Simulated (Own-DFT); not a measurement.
# How strain changes the stress of grey tin, 64 atoms (Sn64)

These are calculations, not measurements. The program, named Own-DFT, is a retired in-house plane-wave density functional code that no person has reviewed. Each row is one single-point run on a periodic cell that was not relaxed, without spin or spin-orbit coupling.

Settings of every run: PBE; PseudoDojo norm-conserving scalar-relativistic files; cutoff 42 hartree; 3 x 3 x 3 k mesh centred on Gamma; cold (Marzari-Vanderbilt) smearing of 0.2 eV.

Known limits: forces on such cells moved up to 12 meV/angstrom on a denser k mesh; stress not checked against mesh or cutoff.

Unstrained cell vectors in Å: (12.978, 0.000, 0.000); (0.000, 12.978, 0.000); (0.000, 0.000, 12.978). The unstrained cell has measured lattice constants (interpolated for alloys), not those of this functional. That, the random moves and any unrelaxed bonds set the pressure at no strain. Each run strains this cell uniformly, with the atoms carried along. Every atom was also moved at random, by a Gaussian of width 0.05 Å on each axis. Strain is the symmetric tensor, in per cent. Stress is positive in tension, and the pressure is minus a third of its trace.

| run | e_xx (%) | e_yy (%) | e_zz (%) | s_xx (GPa) | s_yy (GPa) | s_zz (GPa) | P (GPa) | E (meV/atom) |
|---|---|---|---|---|---|---|---|---|
| 1 | -1.50 | -1.50 | 0.00 | -5.39 | -5.38 | -4.90 | 5.23 | 29.1 |
| 2 | -1.00 | -1.00 | 0.00 | -4.83 | -4.79 | -4.51 | 4.71 | 25.7 |
| 3 | -2.00 | -2.00 | 0.00 | -6.18 | -6.25 | -5.59 | 6.01 | 56.8 |
| 4 | -2.50 | -2.50 | 0.00 | -6.79 | -6.78 | -6.05 | 6.54 | 59.0 |
| 5 | -1.00 | -1.00 | 0.00 | -4.77 | -4.77 | -4.50 | 4.68 | 22.2 |
| 6 | 0.25 | 0.25 | 0.00 | -3.46 | -3.44 | -3.50 | 3.47 | 13.9 |
| 7 | 0.25 | 0.25 | 0.00 | -3.26 | -3.32 | -3.40 | 3.33 | 0.0 |
| 8 | -2.00 | -2.00 | 0.00 | -6.09 | -6.03 | -5.47 | 5.86 | 41.4 |
| 9 | -2.50 | -2.50 | 0.00 | -6.90 | -6.88 | -6.08 | 6.62 | 67.0 |
| 10 | -1.50 | -1.50 | 0.00 | -5.51 | -5.49 | -4.97 | 5.32 | 38.6 |
| 11 | -0.50 | -0.50 | 0.00 | ? | ? | ? | ? | ? |

E is the free energy for each atom above the lowest run shown.

## Worked fit

The change of volume is close to e_xx + e_yy + e_zz. A straight line through the runs shown gives P = 3.62 - 58 x (fractional change of volume) GPa, with an error of 2 on the slope and a scatter of 0.10 GPa. The strain isn't the same on all axes, but the crystal is cubic, so the slope still estimates the bulk modulus, averaged over pressures from 3.3 to 6.6 GPa.

## Withheld run

Question: what pressure should run 11 give? Its volume changes by -1.00 %.

The line gives 4.2 GPa. The calculation gave 4.18 GPa.
